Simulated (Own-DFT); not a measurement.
# Response to strain: C40 NbSi2, 36 atoms (Nb12Si24)

Calculated results; nothing here was measured. They come from Own-DFT, an in-house plane-wave density functional program, since retired, whose code no person has reviewed. Each row is one single-point run on a periodic cell that was not relaxed, without spin or spin-orbit coupling.

Settings of every run: PBEsol; PseudoDojo norm-conserving scalar-relativistic files, made for PBE; cutoff 42 hartree; 4 x 4 x 5 k mesh centred on Gamma; cold (Marzari-Vanderbilt) smearing of 0.2 eV.

Known limits: forces on such cells failed a check on a denser k mesh; stress not checked against mesh or cutoff.

Unstrained cell vectors in Å: (0.000, 8.324, 0.000); (-9.613, 0.000, 0.000); (0.000, 0.000, 6.586). The unstrained cell was taken from the Materials Project. The random moves and any unrelaxed bonds add to the pressure at no strain. Each run strains this cell uniformly, with the atoms carried along. Every atom was also moved at random, by a Gaussian of width 0.05 Å on each axis. Strain is the symmetric tensor, in per cent. Stress is positive in tension, and the pressure is minus a third of its trace.

```
run  e_xx (%)  e_yy (%)  e_zz (%)  e_yz (%)  e_xz (%)  e_xy (%)  s_xx (GPa)  s_yy (GPa)  s_zz (GPa)  s_yz (GPa)  s_xz (GPa)  s_xy (GPa)  P (GPa)  E (meV/atom)
  1     -1.30      0.41      0.46      1.28      1.43     -0.14       -3.60        2.23        1.18        4.26        4.33       -0.39     0.06          14.2
  2      1.43      1.97     -0.09     -1.12      1.48     -0.38        7.22        8.87        0.89       -3.06        4.61       -0.54    -5.66          24.4
  3      1.09     -0.33     -0.79      1.64      0.00      1.35        4.62       -0.58       -3.05        4.94       -0.37        3.97    -0.33          10.4
  4     -1.68      1.42     -1.57      1.66     -0.60     -1.19       -4.72        3.64       -8.19        5.15       -2.14       -4.05     3.09          12.8
  5      0.79      1.85     -0.72     -1.38      1.92      0.11        4.60        7.34       -2.86       -5.04        5.00        0.30    -3.03          34.1
  6      0.11      0.18     -1.98      0.13     -1.44      1.72       -0.32        1.04      -10.36        0.65       -5.50        5.38     3.21          17.7
  7     -1.16     -1.27      1.90     -0.20     -0.20     -0.48       -2.86       -1.86        6.40       -0.86       -0.53       -1.65    -0.56           0.0
  8     -1.95      0.88     -0.67      1.84      1.81      1.13       -6.39        1.95       -5.82        5.80        5.37        3.42     3.42          38.2
  9     -0.51      0.15      0.04      1.72     -0.15      1.12       -0.44        1.43       -0.74        5.53       -0.61        3.04    -0.08          10.6
 10      1.55     -0.36     -0.87     -0.41     -1.01     -1.06        6.08        0.50       -3.21       -0.78       -3.21       -2.74    -1.12           3.4
 11     -1.54     -0.39      1.00      1.41     -1.21      0.54       -4.08       -0.07        1.76        4.21       -3.86        1.22     0.80          17.4
 12     -1.92      0.87      1.15     -1.75      1.52     -0.74       -4.27        3.66        3.22       -4.81        4.71       -2.54    -0.87          21.7
 13     -1.76      1.64     -1.87      0.68     -0.25     -1.45       -6.25        4.75      -10.52        2.53       -0.09       -4.21     4.00          29.5
 14     -1.28     -0.99      0.29     -1.56     -1.02      0.64       -4.06       -3.59       -0.94       -4.75       -3.13        2.16     2.86          11.7
 15      0.10      1.36      0.10      1.63      1.80      0.47        2.41        5.90        0.75        4.59        4.86        1.27    -3.02          20.5
 16      1.36     -0.37     -0.47      0.40      0.61      0.56           ?           ?           ?           ?           ?           ?        ?             ?
```

E is the free energy for each atom above the lowest run shown.

## Worked fit

Each stress component was fitted by least squares to a constant and the strains of the runs shown, as fractions, with shears doubled. Shear strains stay in the fit of a normal stress only where such slopes are resolved. The slopes, in GPa:

```
stress,at no strain,per e_xx,per e_yy,per e_zz,scatter
s_xx,1.1,370 ± 8,62 ± 11,75 ± 11,0.39
s_yy,1.2,63 ± 11,343 ± 14,75 ± 14,0.50
s_zz,-0.7,96 ± 11,44 ± 15,467 ± 14,0.51
```

Each shear stress against twice its own strain: yz 152 ± 5, xz 154 ± 8, xy 149 ± 5 GPa. These are stiffnesses along x, y and z of the frame in which the cell vectors are given, which need not be the crystal's axes. The atoms are held to the strained lattice; where symmetry lets them move under strain, relaxing them would lower some slopes. The table should be nearly symmetric about its diagonal, and what it lacks of that shows the noise. A ninth of its sum, 177 ± 10 GPa, estimates the bulk modulus near the mean pressure of these runs, 0.2 GPa.

## Withheld run

Question: what normal stresses and pressure should run 16 give?

The fit gives s_xx = 5.5, s_yy = 0.4, s_zz = -1.7 and P = -1.4 GPa. The calculation gave 5.55, 0.92, -2.05 and P = -1.47 GPa.
